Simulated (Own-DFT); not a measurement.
Hf36O71 (tetragonal hafnia with one neutral oxygen vacancy, atoms displaced) (calculated)

Computed with Own-DFT development build. A calculation, not a measurement: plane-wave PBE and HSE06 DFT by an unreviewed code, no spin, of a simulated cell at Gamma alone, so results move with cell size and shape, stress positive in tension, energies less offsets, not probed for a lower state with spin; hafnium file: forces about 75 meV/angstrom off all-electron values; oxygen file: force components 24 meV/angstrom off all-electron in a glass; k mesh not checked against a denser one; forces and stress are PBE's, HSE06 gives the energy alone, and its difference from PBE has offsets of its own; offsets are fitted by least squares, one for each functional and potential file, so energies compare only between cells with the same atoms and settings and are not formation energies; the far tail of each file's local potential was reset to the Coulomb form; each entry is a single point on an unrelaxed cell, so the pressure reflects the starting lattice, taken from the Materials Project, from which strain is counted, and rises with the displacements; printed positions are rounded, which can move forces by about a meV/angstrom; the program is a retired in-house code; no spin-orbit coupling.

Common to all runs: first functional PBE; second functional HSE06; exact exchange share 0.25; screening 0.11 1/bohr; exchange divergence Gygi-Baldereschi; potential files PseudoDojo norm-conserving, scalar-relativistic, made for PBE, standard set; wave cutoff 48 hartree; occupations fixed; k mesh 1 x 1 x 1 centred on Gamma.

(1) 
```xyz
107
Lattice="10.7800 0.0000 0.0000 0.0000 10.7800 0.0000 0.0000 0.0000 10.4493" Properties=species:S:1:pos:R:3:force_x:R:1:force_y:R:1:force_z:R:1 formula=Hf36O71 PBE_energy_of_cell_above_offsets=-86.740 HSE06_less_PBE_above_offsets=0.715 PBE_pressure=4.39 PBE_stress_xx=-3.75 PBE_stress_yy=-4.96 PBE_stress_zz=-4.45 PBE_stress_yz=0.3 PBE_stress_xz=-1.17 PBE_stress_xy=-0.57
Hf     0.1528    10.6715    10.3997     -3.372      2.131       0.56
Hf     1.9229     1.7030     2.6131     -4.421      1.286      0.418
O      0.0093     1.7145     1.5230      0.901      0.001      1.199
O      1.8851    10.6469     3.6281      0.275      3.088       0.76
O     10.6874     1.7631     4.2791      1.127     -0.517     -0.384
O      1.9182    10.6886     0.9548      -2.61      0.539      1.902
Hf     0.0421    10.7476     5.2538     -3.138     -1.327     -1.328
Hf     1.6885     1.7735     7.8433      0.804      1.373     -0.281
O     10.7747     1.8746     6.7155     -0.443     -0.555      1.558
O      1.9229     0.0117     8.8696     -0.632     -0.807     -0.106
O     10.7630     1.8107     9.4176      0.063      -0.22     -0.654
O      1.7733    10.7027     6.1937      1.385      0.901      0.754
Hf     0.0016     3.7702     0.0799      -1.53     -3.043       -0.6
Hf     1.8068     5.5543     2.6805     -1.176     -2.321     -1.168
O     10.7136     5.5485     1.5386      0.934     -1.346     -0.135
O      1.6757     3.5752     3.5424      1.367     -0.892      0.407
O     10.7043     5.2630     4.1058      1.405      1.908      0.434
O      1.6840     3.5945     0.9462      2.398     -0.125      1.026
Hf    10.7536     3.5985     5.2433      0.896     -1.299      -0.97
Hf     1.7649     5.3167     7.8227      2.345       -0.2     -0.016
O      0.0217     5.2320     6.8397     -0.701      0.277     -0.364
O      1.9214     3.5334     8.7715     -1.095     -0.036      1.998
O      0.0561     5.3685     9.4371     -0.197      1.488     -1.012
O      1.8774     3.5332     6.4912     -0.591      0.182      -3.59
Hf     0.0079     7.2247     0.0038      -1.45     -0.164      -0.74
Hf     1.6285     9.0545     2.6088      1.822      -2.09     -0.029
O     10.6993     9.0587     1.6909       1.46      0.372     -3.598
O      1.7841     7.2533     3.6493      0.149     -0.897      0.297
O     10.7006     8.9320     4.1125      1.737      0.578      1.021
O      1.7405     7.0892     1.0404      0.685      0.562     -0.048
Hf     0.0077     7.0642     5.1615     -3.896      2.408      0.444
Hf     1.9771     8.9069     7.8188     -2.411      1.244     -1.778
O     10.7276     8.8765     6.7533      1.445      1.786      0.528
O      1.7417     7.3090     8.8313       0.96     -2.808      1.082
O      0.0517     8.9871     9.2338     -0.123      0.736      2.264
O      1.6539     7.2792     6.2421      2.941     -0.929      0.112
Hf     3.5065     0.0976    10.3825      4.426     -1.706     -0.019
Hf     5.4204     1.8427     2.7066      1.891     -3.918     -2.229
O      3.6371     1.8676     1.7142      -0.26      0.307     -1.666
O      5.3676    10.6796     3.7014      0.014      1.339     -0.304
O      3.6971     1.7015     4.2412     -0.806      1.943     -1.587
O      5.2940    10.6894     0.9910       0.62      1.192      -0.79
Hf     3.6141     0.0869     5.2225      1.747      -4.55      1.974
Hf     5.3925     1.7748     7.9111     -0.346     -0.398     -0.516
O      3.6745     1.8684     6.8668     -1.412     -1.658     -1.286
O      5.4309    10.6338     8.7385      0.575       10.2      5.396
O      3.6589     1.8173     9.3269      -0.23     -0.226      2.008
O      5.4763    10.6695     6.3502     -1.812      1.648     -1.605
Hf     3.5290     3.5549     0.0980      1.027      0.883     -1.984
Hf     5.2857     5.4766     2.6684      1.894     -0.972     -0.237
O      3.5558     5.3892     1.5198      0.063      0.204      1.276
O      5.3753     3.5304     3.4948     -0.399      2.871      2.151
O      3.5957     5.2355     4.2481     -0.128      2.291     -2.108
O      5.4571     3.7111     1.0824     -1.064     -0.093     -0.272
Hf     3.5583     3.4581     5.2238     -0.385      2.147      2.603
Hf     5.3426     5.2267     7.8146      0.024       2.84      0.492
O      3.7242     5.2744     6.7107     -3.419      0.348      0.666
O      5.4321     3.4669     8.9093      0.379      1.199       0.43
O      3.5409     5.2102     9.3549      0.039      1.757       1.18
O      5.3277     3.5720     6.2479      0.606     -0.888     -0.497
Hf     3.6278     7.1970     0.0531      0.522     -0.203     -1.341
Hf     5.3848     8.8293     2.6161      0.127       3.44     -0.845
O      3.5354     8.9846     1.6409     -0.271     -1.565      0.127
O      5.5250     7.2964     3.8300     -1.677     -3.605     -2.047
O      3.6540     8.8336     4.1618     -0.271      3.207     -0.462
O      5.3873     7.1841     1.0221     -0.481     -0.503      1.492
Hf     3.5110     7.2679     5.1319      1.979     -2.363      4.172
Hf     5.3297     9.1215     7.9488      2.395      -10.4       -5.4
O      3.6829     9.0028     6.7517     -1.918     -0.153      0.002
O      5.3775     7.1499     8.8310      -0.77     -0.961      1.373
O      3.7804     8.9981     9.5294     -1.704      0.069     -0.567
O      5.3369     7.1248     6.3563     -0.682     -0.542     -1.948
Hf     7.2371     0.0332    10.3656     -0.064     -1.607      1.946
Hf     8.8685     1.9493     2.5729      3.723     -4.034       1.05
O      7.2953     1.7623     1.5328     -4.003      0.572      0.242
O      8.8908    10.6904     3.6309     -0.302      1.799     -0.089
O      7.1576     1.8808     4.1765     -0.386     -1.307     -0.471
O      8.8858     0.0027     1.0487      1.686     -0.644     -1.315
Hf     7.1577     0.0853     5.2347      1.103       -3.4     -0.558
Hf     9.0019     1.8575     7.8200     -0.025     -0.852      0.678
O      7.1362     1.7735     6.8892      1.355      0.532     -0.602
O      8.8812    10.7688     8.9374      0.739      1.513     -0.898
O      7.2719     1.8666     9.5383      0.173     -0.039     -1.515
O      8.9694    10.7791     6.2548      0.395      0.566        0.6
Hf     7.1873     3.6369     0.0514     -1.911      0.442     -1.684
Hf     8.9444     5.3357     2.5028      1.242      1.673      3.793
O      7.2940     5.5303     1.6234     -3.455     -0.209     -0.579
O      9.0469     3.5629     3.6637     -0.543      1.038     -1.319
O      7.2128     5.3282     4.3434     -0.789     -0.474     -1.331
O      8.8782     3.6048     1.0153      2.713      0.551      0.457
Hf     7.1023     3.5212     5.2778       0.36      2.771       0.01
Hf     8.9325     5.2962     7.8522     -1.312      2.026      -0.57
O      7.1287     5.2811     6.8694       1.48      -0.54      0.322
O      7.2135     5.4379     9.3846      0.762     -1.935      0.755
O      8.9545     3.6362     6.0243     -0.471     -0.448      2.942
Hf     7.2366     7.2283    10.3659     -0.193      0.529     -0.216
Hf     8.9015     8.9325     2.5377     -0.639      1.063      2.848
O      7.1907     8.9703     1.5746     -1.896     -0.513     -0.508
O      9.0013     7.2441     3.6781     -0.123     -2.222     -0.972
O      7.1741     8.9280     4.3127     -0.046      1.824     -1.199
O      9.0124     7.2681     1.0439      0.405     -0.082     -0.423
Hf     7.0913     7.2075     5.2636      1.175      0.592      2.675
Hf     9.0277     9.0820     7.8607      -1.79     -2.483     -2.137
O      7.0984     8.8718     6.8071      1.467       0.67      0.802
O      8.8522     7.2823     9.0152      2.107     -1.588     -1.449
O      7.1838     8.9338     9.3154     -0.518       1.67      1.419
O      9.0257     7.2647     6.2937     -0.023      -1.93       -0.3
```

Units: PBE_energy_of_cell_above_offsets, HSE06_less_PBE_above_offsets in eV; PBE_pressure, PBE_stress_xx, PBE_stress_yy, PBE_stress_zz, PBE_stress_yz, PBE_stress_xz, PBE_stress_xy in GPa; force_x, force_y, force_z in eV/Å.

(2) 
```xyz
107
Lattice="10.7800 0.0000 0.0000 0.0000 10.7800 0.0000 0.0000 0.0000 10.4493" Properties=species:S:1:pos:R:3:force_x:R:1:force_y:R:1:force_z:R:1 formula=Hf36O71 PBE_energy_of_cell_above_offsets=-100.674 HSE06_less_PBE_above_offsets=-0.125 PBE_pressure=1.17 PBE_stress_xx=-1.87 PBE_stress_yy=0.32 PBE_stress_zz=-1.95 PBE_stress_yz=-0.23 PBE_stress_xz=0.12 PBE_stress_xy=-0.03
Hf     0.0301    10.7796     0.0165     -0.546      0.369      0.246
Hf     1.8520     1.7830     2.5659     -1.844     -0.145      0.663
O     10.7572     1.7324     1.5664      0.202      0.669      0.735
O      1.7486    10.7685     3.6870      0.521     -0.223     -0.586
O     10.7532     1.7799     4.2143     -0.046      0.391      0.368
O      1.8117     0.0227     1.0489      0.347     -0.172     -0.235
Hf     0.0855    10.7223     5.2150     -1.496      1.373     -0.692
Hf     1.7886     1.7889     7.8076     -1.153      0.634      1.072
O     10.7480     1.7964     6.8219      0.446     -0.076      0.298
O      1.7964     0.0369     8.8387      0.042     -0.578     -0.242
O      0.0173     1.7902     9.4865     -0.232      0.631     -0.564
O      1.7881     0.0176     6.2256      0.577     -0.298       0.88
Hf    10.7592     3.5950     0.0387      1.177      -0.69     -0.373
Hf     1.8400     5.4293     2.6216     -0.092     -0.945       -0.2
O     10.7750     5.3731     1.6317      0.223      0.108      -0.38
O      1.7760     3.6022     3.6086      0.321     -0.074     -0.092
O      0.0271     5.3525     4.2015     -0.016      1.504      0.102
O      1.8266     3.6029     0.9918     -0.884     -0.261      0.198
Hf    10.7581     3.6359     5.2040      0.541     -1.939     -0.331
Hf     1.7638     5.3914     7.8136      0.887      0.251      0.367
O     10.7265     5.4072     6.8293      0.542      0.135     -0.611
O      1.7666     3.6124     8.8781      0.378     -0.269      -0.78
O      0.0607     5.4082     9.4453     -0.338     -0.609     -0.197
O      1.7685     3.6275     6.2322      0.137      0.007      0.007
Hf    10.7621     7.1531     0.0082      0.117      1.261     -0.502
Hf     1.8454     8.9280     2.5931     -0.823      2.044     -0.779
O     10.7179     9.0104     1.6058      1.357     -0.173      0.152
O      1.8330     7.2593     3.6189     -0.139     -1.652      0.572
O      0.0454     8.9908     4.1995     -0.501     -1.221      0.121
O      1.7940     7.1867     1.0027     -0.293      0.147      0.515
Hf    10.7422     7.1800     5.1945      0.621      0.348      0.394
Hf     1.7751     9.0181     7.8071       0.26     -0.499      1.035
O      0.0007     8.9645     6.8044     -0.167      -0.05     -0.188
O      1.8166     7.2231     8.8085     -0.248      -0.38      0.109
O      0.0263     9.0323     9.4527      0.106     -1.269     -0.324
O      1.8303     7.1651     6.2673     -0.997     -0.072     -0.892
Hf     3.6369     0.0200    10.4315     -1.351     -1.218      0.094
Hf     5.4052     1.7673     2.5989     -0.378      0.005      0.392
O      3.5595     1.8218     1.5999      1.739     -0.042     -0.235
O      3.5664     1.7671     4.1842      0.544      -0.15      0.172
O      5.3498    10.7743     1.0146      0.698      0.306      0.919
Hf     3.5664    10.7555     5.2206      0.046      0.117     -0.498
Hf     5.3914     1.7804     7.7735     -0.401      0.435      1.096
O      3.5459     1.7810     6.8289       0.81      0.038     -0.354
O      5.3375    10.7718     8.8816      0.151      0.644     -0.576
O      3.5380     1.7575     9.4881      0.342      1.092     -0.915
O      5.3731    10.7740     6.2202      0.136      0.321     -0.228
Hf     3.5941     3.5894    10.4109     -0.595      0.597       0.05
Hf     5.3997     5.3268     2.5734     -1.045      0.976      1.028
O      3.5459     5.3361     1.5507      0.688      0.479      0.574
O      5.4106     3.6085     3.6472     -0.262     -1.061     -0.404
O      3.6287     5.3927     4.1948     -0.497     -0.033     -0.083
O      5.3557     3.6489     0.9913      0.943     -0.137      0.203
Hf     3.5806     3.5547     5.2155     -0.161      0.971      -0.18
Hf     5.3910     5.3855     7.8227     -0.031      0.447      0.096
O      3.6164     5.3701     6.7968     -0.559       0.18      0.356
O      5.4073     3.5603     8.8252     -0.307      0.088     -0.004
O      3.6003     5.4429     9.4501     -0.018     -1.129     -0.747
O      5.3255     3.6110     6.2596      1.177     -1.007     -0.334
Hf     3.5680     7.1911    10.4196      0.701      0.284      0.052
Hf     5.3899     8.9900     2.6468     -0.061     -0.032     -0.194
O      3.6073     9.0076     1.5575      0.096     -0.344      0.697
O      5.4084     7.2379     3.6380     -0.165     -0.886     -0.562
O      3.6088     8.9790     4.2090      0.229      0.566     -0.238
O      5.3999     7.1794     0.9630     -0.645     -0.124      0.758
Hf     3.6004     7.1861     5.2258      0.801     -0.588       0.33
Hf     5.3782     9.0063     7.8262      0.074     -1.248      0.956
O      3.6140     8.9535     6.8271     -0.559      0.418     -0.392
O      5.4389     7.1863     8.9090     -0.188      0.255     -1.201
O      3.5881     8.9554     9.4296       0.02      0.839     -0.245
O      5.4241     7.1906     6.2188     -0.403      0.091      0.278
Hf     7.1452    10.7439     0.0300       1.23      0.525     -0.629
Hf     8.9604     1.7420     2.6268      1.266        0.1     -0.507
O      7.1745     1.7543     1.5954     -0.518      0.363      0.082
O      9.0030     0.0021     3.6150     -0.394     -0.507      0.251
O      7.1454     1.7948     4.1781     -0.182     -0.895      0.093
O      8.9594     0.0166     1.0115     -0.273     -0.208      0.092
Hf     7.1895     0.0017     5.2454      0.382     -0.731     -0.681
Hf     8.9450     1.8247     7.7931      1.412     -1.066      1.523
O      7.2024     1.7645     6.8176     -0.898      0.185     -0.853
O      8.9757    10.7544     8.8676     -0.104      0.539     -0.851
O      7.1895     1.8253     9.4330     -0.199     -0.673      0.036
O      8.9740    10.7540     6.2211      0.241     -0.136      0.067
Hf     7.2067     3.6068    10.4414     -0.654      -0.24      -0.67
Hf     8.9856     5.3947     2.6111     -0.457     -0.546      0.365
O      7.1584     5.4284     1.6757       1.14     -0.087     -1.339
O      8.9944     3.5978     3.6118     -0.169     -0.416      0.213
O      7.2127     5.3517     4.2140      0.056      0.101      0.523
O      8.9601     3.5654     0.9770     -0.106      0.402      0.511
Hf     7.2368     3.4893     5.2395     -1.133      2.632     -0.382
Hf     9.0090     5.3837     7.8341     -1.609      0.261      0.493
O      7.1568     5.3737     6.7917      0.968     -0.119       0.56
O      8.9218     3.6056     8.8332      0.366      0.178      0.127
O      7.1908     5.4381     9.4247     -0.058     -1.423      0.323
O      8.9953     3.5571     6.2627     -0.286      0.023     -0.136
Hf     7.1718     7.1371     0.0194     -0.163      1.266     -0.584
Hf     8.9676     8.9807     2.5895      0.209      0.291       0.15
O      7.1920     8.9651     1.6302     -0.592      0.303     -0.446
O      8.9858     7.1259     3.6320      0.409      1.112      0.368
O      7.1994     8.9820     4.1901     -0.103      0.714      0.355
O      9.0064     7.2244     1.0038     -0.506      -0.49      0.547
Hf     7.2397     7.2214     5.2380     -1.841      -1.41     -0.928
Hf     8.9496     8.9860     7.7994      0.336      0.382      1.341
O      7.1630     8.9900     6.8200      0.071      0.187     -0.348
O      8.9935     7.1323     8.9095      0.231      0.864     -0.895
O      7.1680     9.0238     9.4072      0.115     -0.804      0.365
O      8.9433     7.2363     6.2430      1.258     -0.101      0.336
```

Units: PBE_energy_of_cell_above_offsets, HSE06_less_PBE_above_offsets in eV; PBE_pressure, PBE_stress_xx, PBE_stress_yy, PBE_stress_zz, PBE_stress_yz, PBE_stress_xz, PBE_stress_xy in GPa; force_x, force_y, force_z in eV/Å.
